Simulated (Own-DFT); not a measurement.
# Two functionals across a range of volumes: C40 NbSi2, 36 atoms (Nb12Si24)

Source: density functional calculations with Own-DFT, an unreviewed in-house program that is no longer used. Nothing was measured or relaxed, and spin and spin-orbit coupling are left out.

Limits: forces on such cells failed a check on a denser k mesh; stress not checked against mesh or cutoff.

Each geometry was run with PBE and with PBEsol, otherwise alike: PseudoDojo norm-conserving scalar-relativistic files made for PBE; cutoff 42 hartree; 4 x 4 x 5 k mesh centred on Gamma; cold (Marzari-Vanderbilt) smearing of 0.2 eV. Unstrained cell vectors in Å: (0.000, 8.324, 0.000); (-9.613, 0.000, 0.000); (0.000, 0.000, 6.586). Each has a uniform strain, of which the change of volume is shown, and random moves of rms u per axis.

```
run  volume change (%)   u (Å)  P with PBE (GPa)  P with PBEsol (GPa)
  1               0.14  0.0506              3.18                -0.47
  2              -0.08  0.0533              3.49                -0.16
  3              -0.13  0.0537              3.28                -0.38
  4               1.74  0.0481             -0.49                -4.07
  5               0.75  0.0476              1.59                -2.04
  6              -3.39  0.0428              9.54                 5.74
  7               0.18  0.0426              2.51                -1.14
  8              -1.14  0.0463              4.52                 0.81
  9               0.89  0.0469              1.51                -2.11
 10               0.21  0.0485              2.43                -1.21
 11               1.31  0.0500              0.62                    ?
```

Q: by how much does PBEsol shrink this cell, and what belongs in the blank?

## Answer

Write v for the change of volume as a fraction. Fitted to v and u², the PBE pressure has a slope of -192 ± 8 GPa in v, with the ions held to the strained lattice. The difference PBEsol less PBE is -3.66 + 4.3 v GPa (slope ± 0.1) and averages -3.66 GPa. Divided by the mean slope of the two, 190 GPa, that makes PBEsol's volume at a given pressure, near 1 GPa, about 1.9 % smaller, or 0.64 % in lengths. At one volume PBEsol's slope is the smaller by 4 GPa, but its pressure there is lower too. If stiffness rises by about 4 GPa for each GPa, PBEsol at equal pressure is stiffer by about 10 GPa. Files made for PBEsol would give a different shift.

For run 11 the line gives -2.98 GPa. Computed: -2.98 GPa.
